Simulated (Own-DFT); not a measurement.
# Point defects and the pressure they add: zincblende GaP

The numbers are computed, not measured, by runs of the plane-wave DFT program Own-DFT (in-house, retired, unreviewed) at fixed positions, with no spin and no spin-orbit coupling.

Settings: PBE; PseudoDojo norm-conserving scalar-relativistic files; cutoff 42 hartree; 2 x 3 x 3 k mesh centred on Gamma; Fermi-Dirac smearing of 0.1 eV.

Limits (not all hold for every row): not probed for a lower state with spin; forces on such cells failed a check on a denser k mesh; forces on such cells moved up to 12 meV/angstrom on a denser k mesh; forces on such cells passed a denser k mesh, each cell not checked; stress not checked against mesh or cutoff.

All runs share one cell, with vectors in Å (16.352, 0.000, 0.000); (0.000, 10.901, 0.000); (0.000, 0.000, 10.901) and a volume of 1943.1 Å³. The atoms are randomly displaced, by u rms on each axis. The defect's site can differ from row to row.

```
cell,formula,u (Å),P (GPa)
no defect,Ga48P48,0.0203,2.72
no defect,Ga48P48,0.0490,3.18
no defect,Ga48P48,0.0498,3.20
one P on a Ga site,Ga47P49,0.0305,2.94
one P on a Ga site,Ga47P49,0.0315,?
one P on a Ga site,Ga47P49,0.0491,3.28
one P on a Ga site,Ga47P49,0.0495,3.40
one Ga on a P site and one P on a Ga site,Ga48P48,0.0326,3.03
one Ga on a P site and one P on a Ga site,Ga48P48,0.0478,3.30
one Ga on a P site and one P on a Ga site,Ga48P48,0.0489,3.29
two P vacancies,Ga48P46,0.0308,2.41
two P vacancies,Ga48P46,0.0500,2.86
two P vacancies,Ga48P46,0.0519,2.94
one Ga on a P site,Ga49P47,0.0316,3.19
one Ga on a P site,Ga49P47,0.0496,3.48
one Ga on a P site,Ga49P47,0.0510,3.64
```

## Working it out

P = P0 + c u² + a shift for each defect gives P0 = 2.59 GPa, c = 251 ± 17 GPa/Å² and a scatter of 0.05 GPa. The shifts, and each times the cell's volume:

- one Ga on a P site: 0.34 ± 0.04 GPa, 4.1 eV
- one Ga on a P site and one P on a Ga site: 0.14 ± 0.04 GPa, 1.7 eV
- one P on a Ga site: 0.13 ± 0.04 GPa, 1.6 eV
- two P vacancies: -0.37 ± 0.04 GPa, -4.5 eV (-2.2 eV for each of its 2 sites)

A positive shift means that the defect pushes the cell outwards. Shift times volume (160.2 GPa Å³ is 1 eV) depends little on the cell's size, so, taken for each site, it can be compared between cells at like pressure. The atoms around the defects weren't relaxed, which would change these numbers.

## The run left out

Asked: what pressure belongs in the blank (one P on a Ga site, u = 0.0315 Å)?

The fitted form gives 2.97 ± 0.06 GPa. The hidden result is 2.97 GPa.
